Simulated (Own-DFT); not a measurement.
# Biaxial strain at fixed height in diamond-structure SiGeSn with randomly placed atoms, 64 atoms (Ge40Si16Sn8)

The numbers are computed, not measured, by runs of the plane-wave DFT program Own-DFT (in-house, retired, unreviewed) at fixed positions, with no spin and no spin-orbit coupling.

Settings: PBE; PseudoDojo norm-conserving scalar-relativistic files; cutoff 49 hartree; 3 x 3 x 3 k mesh centred on Gamma; Fermi-Dirac smearing of 0.1 eV.

Keep in mind: forces on such cells moved up to 12 meV/angstrom on a denser k mesh; stress not checked against mesh or cutoff.

Unstrained cell vectors in Å: (11.410, 0.000, 0.000); (0.000, 11.410, 0.000); (0.000, 0.000, 11.410). The unstrained cell has measured lattice constants (interpolated for alloys), not those of this functional. That, the random moves and any unrelaxed bonds set the pressure at no strain. Each run strains x and y alike by e, as a substrate would, and holds the height along z. Each coordinate of each atom was shifted by a normal deviate of width 0.05 Å. The random placing of the alloy's atoms differs from row to row. Stress is positive in tension.

```
e (%)  u (Å)  (s_xx + s_yy)/2 (GPa)  s_zz (GPa)
-3.00  0.049                 -11.01       -9.15
-2.75  0.051                 -10.68       -8.77
-2.00  0.048                  -8.75       -7.67
-1.75  0.047                  -8.16       -7.01
-1.25  0.046                  -7.11       -6.13
-1.00  0.050                  -6.65       -5.91
 0.25  0.050                      ?           ?
 0.75  0.051                  -3.54       -4.14
 1.25  0.051                  -2.72       -3.47
 2.50  0.050                  -1.20       -2.53
```

## Analysis

With e as a fraction, the in-plane stress is -4.8 + 175 e - 1274 e² GPa (errors 2 and 113, scatter 0.09), and s_zz is -4.7 + 114 e - 1137 e² GPa (slope ± 3, scatter 0.15). At e = 0 the first slope is C11 + C12 and the second 2 C12, both with the ions held to the strained lattice and at the cell's own pressure. The term in e² is negative: the layer stiffens under compression and softens under tension. A free layer would change its height as e changes, and the in-plane slope would drop by 2 C12²/C11 to the biaxial modulus. At fixed height, a misfit of 1 % moves the in-plane stress by about 1.7 GPa and s_zz by 1.1 GPa.

## Check

Q: what are the two stresses at e = 0.25 %?

Estimate: -4.3 and -4.5 GPa. Computed: -4.45 and -4.54 GPa.
